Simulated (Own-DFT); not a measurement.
# Strain and stress in wurtzite AlGaN with randomly placed atoms, 128 atoms (Al48Ga16N64)

Calculated results; nothing here was measured. The program, named Own-DFT, is a retired in-house plane-wave density functional code that no person has reviewed. Each row is one single-point run on a periodic cell that was not relaxed, without spin or spin-orbit coupling.

Settings of every run: PBE; PseudoDojo norm-conserving scalar-relativistic files (stringent for Ga); cutoff 96 hartree; 3 x 3 x 3 k mesh centred on Gamma; Gaussian smearing of 0.01 eV.

Known limits: k mesh not checked against a denser one; stress not checked against mesh or cutoff.

Unstrained cell vectors in Å: (12.525, 0.000, 0.000); (-6.263, 10.847, 0.000); (0.000, 0.000, 10.066). The unstrained cell has measured lattice constants (interpolated for alloys), not those of this functional. That, the random moves and any unrelaxed bonds set the pressure at no strain. Each run strains this cell uniformly, with the atoms carried along. Every atom was also moved at random, by a Gaussian of width 0.05 Å on each axis. The random placing of the alloy's atoms differs from row to row. Strain is the symmetric tensor, in per cent. Stress is positive in tension, and the pressure is minus a third of its trace.

| run | e_xx (%) | e_yy (%) | e_zz (%) | s_xx (GPa) | s_yy (GPa) | s_zz (GPa) | P (GPa) | E (meV/atom) |
|---|---|---|---|---|---|---|---|---|
| 1 | -2.00 | -2.00 | 0.00 | -19.55 | -19.79 | -9.97 | 16.44 | 52.9 |
| 2 | -2.75 | -2.75 | 0.00 | -23.74 | -23.94 | -11.39 | 19.69 | 51.3 |
| 3 | -0.75 | -0.75 | 0.00 | -11.15 | -10.30 | -8.47 | 9.97 | 27.0 |
| 4 | 2.50 | 2.50 | 0.00 | 6.87 | 5.55 | -3.59 | -2.94 | 8.9 |
| 5 | 2.75 | 2.75 | 0.00 | 7.07 | 7.60 | -2.15 | -4.17 | 3.3 |
| 6 | 3.00 | 3.00 | 0.00 | 8.12 | 8.10 | -2.05 | -4.72 | 7.6 |
| 7 | 1.75 | 1.75 | 0.00 | 3.44 | 3.36 | -6.36 | -0.15 | 8.0 |
| 8 | -0.25 | -0.25 | 0.00 | -6.59 | -7.70 | -7.32 | 7.20 | 0.0 |
| 9 | -2.50 | -2.50 | 0.00 | ? | ? | ? | ? | ? |

E is the free energy for each atom above the lowest run shown.

## Worked fit

The change of volume is close to e_xx + e_yy + e_zz. A straight line through the runs shown gives P = 7.51 - 211 x (fractional change of volume) GPa, with an error of 7 on the slope and a scatter of 0.78 GPa. The strain isn't the same on all axes and the cell isn't cubic, so the slope belongs to this path and is not the bulk modulus.

## Withheld run

Question: what pressure should run 9 give? Its volume changes by -4.94 %.

The line gives 17.9 GPa. The calculation gave 18.95 GPa.
